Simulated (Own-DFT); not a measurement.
# How much smaller does PBEsol make it? C11b WSi2, 30 atoms (Si20W10)

The numbers are computed, not measured, by runs of the plane-wave DFT program Own-DFT (in-house, retired, unreviewed) at fixed positions, with no spin and no spin-orbit coupling.

Keep in mind: forces on such cells failed a check on a denser k mesh; stress not checked against mesh or cutoff.

Each geometry was run with PBE and with PBEsol, otherwise alike: PseudoDojo norm-conserving scalar-relativistic files made for PBE; cutoff 50 hartree; 5 x 5 x 5 k mesh centred on Gamma; cold (Marzari-Vanderbilt) smearing of 0.2 eV. Unstrained cell vectors in Å: (-2.149, -5.953, 3.409); (-6.444, 2.976, 1.136); (-2.553, -2.948, -6.757). Each has a uniform strain, of which the change of volume is shown, and random moves of rms u per axis.

| run | volume change (%) | u (Å) | P with PBE (GPa) | P with PBEsol (GPa) |
|---|---|---|---|---|
| 1 | 1.75 | 0.0522 | 2.47 | -1.53 |
| 2 | 1.11 | 0.0452 | 3.97 | -0.05 |
| 3 | -0.20 | 0.0476 | 6.79 | 2.67 |
| 4 | -0.49 | 0.0443 | 7.21 | 3.08 |
| 5 | -3.33 | 0.0495 | 16.27 | 12.00 |
| 6 | -0.11 | 0.0529 | 7.78 | 3.69 |
| 7 | 1.51 | 0.0447 | 3.25 | -0.78 |
| 8 | -3.80 | 0.0508 | 16.65 | 12.34 |
| 9 | -5.38 | 0.0590 | 22.49 | 18.10 |
| 10 | 2.06 | 0.0494 | 0.61 | -3.39 |
| 11 | 0.87 | 0.0489 | 4.20 | ? |

Question: by how much does PBEsol shrink this cell, and what belongs in the blank?

## Working it out

Write v for the change of volume as a fraction. Fitted to v and u², the PBE pressure has a slope of -268 ± 10 GPa in v, with the ions held to the strained lattice. The difference PBEsol less PBE is -4.10 + 5.4 v GPa (slope ± 0.2) and averages -4.13 GPa. Divided by the mean slope of the two, 265 GPa, that makes PBEsol's volume at a given pressure, near 7 GPa, about 1.6 % smaller, or 0.52 % in lengths. At one volume PBEsol's slope is the smaller by 5 GPa, but its pressure there is lower too. If stiffness rises by about 4 GPa for each GPa, PBEsol at equal pressure is stiffer by about 11 GPa. Files made for PBEsol would give a different shift.

For run 11 the line gives 0.15 GPa. Computed: 0.15 GPa.
